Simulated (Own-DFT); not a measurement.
# What a defect does to the pressure of its cell: C11b WSi2

No measurement is shown. These are fixed-geometry runs of a retired plane-wave code named Own-DFT, which no person has reviewed; spin and spin-orbit coupling are neglected.

Settings: PBE; PseudoDojo norm-conserving scalar-relativistic files; cutoff 50 hartree; 5 x 5 x 5 k mesh centred on Gamma; cold (Marzari-Vanderbilt) smearing of 0.2 eV.

Caveats: forces on such cells failed a check on a denser k mesh; stress not checked against mesh or cutoff.

All runs share one cell, with vectors in Å (-2.148, -5.953, 3.409); (-6.444, 2.976, 1.136); (-2.553, -2.948, -6.757) and a volume of 403.2 Å³. u is the rms random offset of the atoms per axis. The defect's site can differ from row to row.

```
              cell  formula   u (Å)  P (GPa)
         no defect  Si20W10  0.0209     4.41
         no defect  Si20W10  0.0469     5.90
         no defect  Si20W10  0.0491     5.89
    one Si vacancy  Si19W10  0.0285     3.34
    one Si vacancy  Si19W10  0.0317     3.35
    one Si vacancy  Si19W10  0.0462     4.13
one W on a Si site  Si19W11  0.0277     9.87
one W on a Si site  Si19W11  0.0301     9.85
one W on a Si site  Si19W11  0.0549    11.16
one Si on a W site   Si21W9  0.0317     6.23
one Si on a W site   Si21W9  0.0331     6.44
one Si on a W site   Si21W9  0.0454     6.84
one Si on a W site   Si21W9  0.0525        ?
```

## Working it out

P = P0 + c u² + a shift for each defect gives P0 = 4.30 GPa, c = 654 ± 46 GPa/Å² and a scatter of 0.12 GPa. The shifts, and each times the cell's volume:

- one W on a Si site: 4.98 ± 0.10 GPa, 12.5 eV
- one Si on a W site: 1.30 ± 0.10 GPa, 3.3 eV
- one Si vacancy: -1.55 ± 0.10 GPa, -3.9 eV

Positive is outwards. The product with the volume (160.2 GPa Å³ to the eV) is nearly free of the cell's size; divided by the bulk modulus at the cell's pressure it gives the volume that the defect adds. The atoms around the defects weren't relaxed, which would change these numbers.

## Test on the hidden row

Asked: what pressure belongs in the blank (one Si on a W site, u = 0.0525 Å)?

The fitted form gives 7.40 ± 0.16 GPa. DFT gave 7.24 GPa.
